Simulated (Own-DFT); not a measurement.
# What a defect does to the pressure of its cell: C11b WSi2

Source: density functional calculations with Own-DFT, an unreviewed in-house program that is no longer used. Nothing was measured or relaxed, and spin and spin-orbit coupling are left out.

Common settings: PBE; PseudoDojo norm-conserving scalar-relativistic files; cutoff 50 hartree; 5 x 5 x 5 k mesh centred on Gamma; cold (Marzari-Vanderbilt) smearing of 0.2 eV.

Caveats: forces on such cells failed a check on a denser k mesh; stress not checked against mesh or cutoff.

All runs share one cell, with vectors in Å (-2.148, -5.953, 3.409); (-6.444, 2.976, 1.136); (-2.553, -2.948, -6.757) and a volume of 403.2 Å³. Atoms were moved at random from their sites; u is the rms move along one axis. The defect's site can differ from row to row.

```
              cell  formula   u (Å)  P (GPa)
         no defect  Si20W10  0.0221     4.51
         no defect  Si20W10  0.0461     6.05
         no defect  Si20W10  0.0546     6.36
one Si on a W site   Si21W9  0.0261     5.83
one Si on a W site   Si21W9  0.0334     6.36
one Si on a W site   Si21W9  0.0498     7.01
    one Si vacancy  Si19W10  0.0292     3.28
    one Si vacancy  Si19W10  0.0489     5.33
    one Si vacancy  Si19W10  0.0561     5.17
     one W vacancy   Si20W9  0.0323        ?
     one W vacancy   Si20W9  0.0339     3.70
     one W vacancy   Si20W9  0.0473     4.50
     one W vacancy   Si20W9  0.0561     5.99
one W on a Si site  Si19W11  0.0270     9.78
one W on a Si site  Si19W11  0.0295     9.80
one W on a Si site  Si19W11  0.0448    10.92
```

## Worked fit

P = P0 + c u² + a shift for each defect gives P0 = 4.04 GPa, c = 859 ± 98 GPa/Å² and a scatter of 0.32 GPa. The shifts, and each times the cell's volume:

- one W on a Si site: 5.09 ± 0.27 GPa, 12.8 eV
- one Si on a W site: 1.13 ± 0.27 GPa, 2.9 eV
- one W vacancy: -1.18 ± 0.26 GPa, -3.0 eV
- one Si vacancy: -1.28 ± 0.26 GPa, -3.2 eV

Positive is outwards. The product with the volume (160.2 GPa Å³ to the eV) is nearly free of the cell's size; divided by the bulk modulus at the cell's pressure it gives the volume that the defect adds. The atoms around the defects weren't relaxed, which would change these numbers.

## The run left out

Question: what pressure belongs in the blank (one W vacancy, u = 0.0323 Å)?

From the fit: 3.75 ± 0.39 GPa. Computed: 3.87 GPa.
